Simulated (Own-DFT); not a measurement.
# Which defects push the lattice out? zincblende GaP

The numbers are computed, not measured, by runs of the plane-wave DFT program Own-DFT (in-house, retired, unreviewed) at fixed positions, with no spin and no spin-orbit coupling.

Method: PBE; PseudoDojo norm-conserving scalar-relativistic files; cutoff 42 hartree; 3 x 3 x 3 k mesh centred on Gamma; Fermi-Dirac smearing of 0.1 eV.

Keep in mind (not all hold for every row): not probed for a lower state with spin; forces on such cells failed a check on a denser k mesh; forces on such cells passed a denser k mesh, each cell not checked; stress not checked against mesh or cutoff.

All runs share one cell, with vectors in Å (10.901, 0.000, 0.000); (0.000, 10.901, 0.000); (0.000, 0.000, 10.901) and a volume of 1295.4 Å³. Atoms were moved at random from their sites; u is the rms move along one axis. The defect's site can differ from row to row.

| cell | formula | u (Å) | P (GPa) |
|---|---|---|---|
| no defect | Ga32P32 | 0.0200 | 2.72 |
| no defect | Ga32P32 | 0.0218 | 2.74 |
| no defect | Ga32P32 | 0.0531 | 3.28 |
| two P vacancies | Ga32P30 | 0.0295 | 2.23 |
| two P vacancies | Ga32P30 | 0.0472 | 2.71 |
| two P vacancies | Ga32P30 | 0.0501 | 2.47 |
| one As on a P site | AsGa32P31 | 0.0272 | 3.14 |
| one As on a P site | AsGa32P31 | 0.0284 | 3.18 |
| one As on a P site | AsGa32P31 | 0.0473 | 3.55 |
| one P on a Ga site | Ga31P33 | 0.0297 | 2.88 |
| one P on a Ga site | Ga31P33 | 0.0486 | 3.18 |
| one P on a Ga site | Ga31P33 | 0.0503 | 3.38 |
| one Ga on a P site | Ga33P31 | 0.0284 | 3.29 |
| one Ga on a P site | Ga33P31 | 0.0287 | 3.29 |
| one Ga on a P site | Ga33P31 | 0.0488 | 3.58 |
| one Ga on a P site | Ga33P31 | 0.0489 | ? |

## Fit

P = P0 + c u² + a shift for each defect gives P0 = 2.63 GPa, c = 232 ± 27 GPa/Å² and a scatter of 0.08 GPa. The shifts, and each times the cell's volume:

- one Ga on a P site: 0.45 ± 0.07 GPa, 3.7 eV
- one As on a P site: 0.37 ± 0.07 GPa, 3.0 eV
- one P on a Ga site: 0.07 ± 0.07 GPa, 0.6 eV (not resolved)
- two P vacancies: -0.59 ± 0.07 GPa, -4.8 eV (-2.4 eV for each of its 2 sites)

Against the defect-free cell, a freed cell would be larger where the shift is positive and smaller where it is negative (160.2 GPa Å³ is 1 eV). The atoms around the defects weren't relaxed, which would change these numbers.

## Check

The question: what pressure belongs in the blank (one Ga on a P site, u = 0.0489 Å)?

Estimate: 3.63 ± 0.10 GPa. The run itself gave 3.68 GPa.
